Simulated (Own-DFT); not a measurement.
# What a defect does to the pressure of its cell: zincblende GaAs

Everything here is calculated. The program is Own-DFT (plane waves, in-house, since retired, never reviewed by a person); positions were held fixed, and spin and spin-orbit coupling were off.

Common settings: PBE; PseudoDojo norm-conserving scalar-relativistic files; cutoff 42 hartree; 3 x 3 x 3 k mesh centred on Gamma; Fermi-Dirac smearing of 0.1 eV.

Limits (not all hold for every row): not probed for a lower state with spin; forces not confirmed at this smearing and k mesh; stress not checked against mesh or cutoff.

All runs share one cell, with vectors in Å (11.737, 0.000, 0.000); (0.000, 11.737, 0.000); (0.000, 0.000, 10.833) and a volume of 1492.4 Å³, strained against the parent crystal. The atoms are randomly displaced, by u rms on each axis. The defect's site can differ from row to row.

```
                             cell     formula   u (Å)  P (GPa)
                        no defect    As32Ga32  0.0301     1.25
                        no defect    As32Ga32  0.0310     1.25
                        no defect    As32Ga32  0.0471     1.61
              one In on a Ga site  As32Ga31In  0.0469     2.12
              one In on a Ga site  As32Ga31In  0.0471     2.20
              one In on a Ga site  As32Ga31In  0.0551     2.24
              one P on an As site   As31Ga32P  0.0289     1.00
              one P on an As site   As31Ga32P  0.0318     1.03
              one P on an As site   As31Ga32P  0.0323     1.02
              one Al on a Ga site  AlAs32Ga31  0.0297     1.23
              one Al on a Ga site  AlAs32Ga31  0.0313     1.23
              one Al on a Ga site  AlAs32Ga31  0.0485     1.54
              one Al on a Ga site  AlAs32Ga31  0.0517        ?
one As vacancy and one Ga vacancy    As31Ga31  0.0284     0.96
one As vacancy and one Ga vacancy    As31Ga31  0.0321     1.03
one As vacancy and one Ga vacancy    As31Ga31  0.0471     1.16
```

## Analysis

P = P0 + c u² + a shift for each defect gives P0 = 1.11 GPa, c = 194 ± 24 GPa/Å² and a scatter of 0.05 GPa. The shifts, and each times the cell's volume:

- one In on a Ga site: 0.60 ± 0.05 GPa, 5.6 eV
- one Al on a Ga site: -0.05 ± 0.04 GPa, -0.4 eV (not resolved)
- one P on an As site: -0.28 ± 0.04 GPa, -2.6 eV
- one As vacancy and one Ga vacancy: -0.32 ± 0.04 GPa, -3.0 eV

A positive shift means that the defect pushes the cell outwards. Shift times volume (160.2 GPa Å³ is 1 eV) depends little on the cell's size, so, taken for each site, it can be compared between cells at like pressure. The atoms around the defects weren't relaxed, which would change these numbers.

## Test on the hidden row

The question: what pressure belongs in the blank (one Al on a Ga site, u = 0.0517 Å)?

The fit gives 1.58 ± 0.06 GPa. DFT gave 1.66 GPa.
